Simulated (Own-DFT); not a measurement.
# Response to strain: diamond-structure GeSn with randomly placed atoms, 64 atoms (Ge52Sn12)

All numbers below are calculated, not measured. They come from Own-DFT, an in-house plane-wave density functional program, since retired, whose code no person has reviewed. Each row is one single-point run on a periodic cell that was not relaxed, without spin or spin-orbit coupling.

Settings of every run: PBE; PseudoDojo norm-conserving scalar-relativistic files; cutoff 49 hartree; 3 x 3 x 3 k mesh centred on Gamma; Fermi-Dirac smearing of 0.1 eV.

Known limits: forces on such cells moved up to 12 meV/angstrom on a denser k mesh; stress not checked against mesh or cutoff.

Unstrained cell vectors in Å: (11.628, 0.000, 0.000); (0.000, 11.628, 0.000); (0.000, 0.000, 11.628). The unstrained cell has measured lattice constants (interpolated for alloys), not those of this functional. That, the random moves and any unrelaxed bonds set the pressure at no strain. Each run strains this cell uniformly, with the atoms carried along. Every atom was also moved at random, by a Gaussian of width 0.05 Å on each axis. The random placing of the alloy's atoms differs from row to row. Strain is the symmetric tensor, in per cent. Stress is positive in tension, and the pressure is minus a third of its trace.

| run | e_xx (%) | e_yy (%) | e_zz (%) | s_xx (GPa) | s_yy (GPa) | s_zz (GPa) | P (GPa) | E (meV/atom) |
|---|---|---|---|---|---|---|---|---|
| 1 | 1.25 | 1.25 | 0.00 | -3.41 | -3.62 | -4.24 | 3.76 | 10.9 |
| 2 | 0.50 | 0.50 | 0.00 | -4.54 | -4.57 | -4.88 | 4.66 | 10.1 |
| 3 | 1.75 | 1.75 | 0.00 | -2.96 | -3.06 | -3.88 | 3.30 | 19.3 |
| 4 | 3.00 | 3.00 | 0.00 | -1.47 | -1.22 | -2.73 | 1.81 | 12.4 |
| 5 | -0.50 | -0.50 | 0.00 | -6.28 | -6.19 | -5.86 | 6.11 | 23.1 |
| 6 | -0.25 | -0.25 | 0.00 | -5.86 | -5.96 | -6.00 | 5.94 | 35.2 |
| 7 | 0.25 | 0.25 | 0.00 | -4.90 | -4.84 | -4.95 | 4.90 | 5.9 |
| 8 | 2.75 | 2.75 | 0.00 | -1.51 | -1.52 | -2.68 | 1.91 | 0.0 |
| 9 | 2.25 | 2.25 | 0.00 | ? | ? | ? | ? | ? |

E is the free energy for each atom above the lowest run shown.

## Worked fit

The change of volume is close to e_xx + e_yy + e_zz. A straight line through the runs shown gives P = 5.41 - 62 x (fractional change of volume) GPa, with an error of 2 on the slope and a scatter of 0.16 GPa. The strain isn't the same on all axes, but the crystal is cubic, so the slope still estimates the bulk modulus, averaged over pressures from 1.8 to 6.1 GPa.

## Withheld run

Question: what pressure should run 9 give? Its volume changes by 4.55 %.

The line gives 2.6 GPa. The calculation gave 2.21 GPa.
